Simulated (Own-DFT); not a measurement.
# Slab less bulk: wurtzite GaN, m plane (10-10)

Calculated, not measured: single-point runs of Own-DFT, a retired in-house plane-wave DFT program that no person has reviewed, on unrelaxed cells, without spin or spin-orbit coupling.

Known weak points (not all hold for every row): k mesh not checked against a denser one; forces on such cells passed a denser k mesh, each cell not checked.

Both sets of runs: PBE; PseudoDojo norm-conserving scalar-relativistic files (stringent for Ga); cutoff 96 hartree; Gaussian smearing of 0.01 eV. The slab has 64 atoms in 16 layers, two equal faces of 33.07 Å² as cut, 15 Å of vacuum, a dipole correction along the normal and a 6 x 6 x 1 mesh. The bulk cell has 96 atoms, the same measured lattice constants and a 3 x 4 x 3 mesh. In the slab only the 16 atoms nearest the faces were moved at random; u is their rms move along one axis. Energies are counted from -3520.29 eV for each atom.

```
slab run,u (Å),E (eV, cell)
1,0.0503,8.232
2,0.0505,8.739
3,0.0519,8.842
4,0.0535,9.494
5,0.0572,9.184
6,0.0587,8.455
7,0.0776,9.339
8,0.1033,11.585
9,0.1046,11.067
10,0.1096,10.994
11,0.1123,13.208
12,0.1228,13.633
```

```
bulk run   u (Å)  E (meV/atom)
       1  0.0195          1.74
       2  0.0195          0.70
       3  0.0198          2.50
       4  0.0201          1.93
       5  0.0203          2.12
       6  0.0209          3.08
       7  0.0465         46.49
       8  0.0485         52.37
       9  0.0492         54.77
      10  0.0531         59.93
```

Asked: what is the energy of the unrelaxed surface?

## Worked answer

Take each set to u = 0 with E = a + b u². Residuals are scaled by 1/(u² + 0.0006 Å²) to tame the large moves. Slab: a = 7.84 ± 0.26 eV. Bulk: a = -8.1 ± 0.3 meV/atom. The excess is 7.84 - 64 x (-0.0081) = 8.36 ± 0.26 eV. Over two faces that is 126 meV/Å², or 2.03 ± 0.06 J/m². Relaxing the faces would lower the energy, and the unlike meshes and the reach from the smallest u down to zero add errors that aren't counted here.
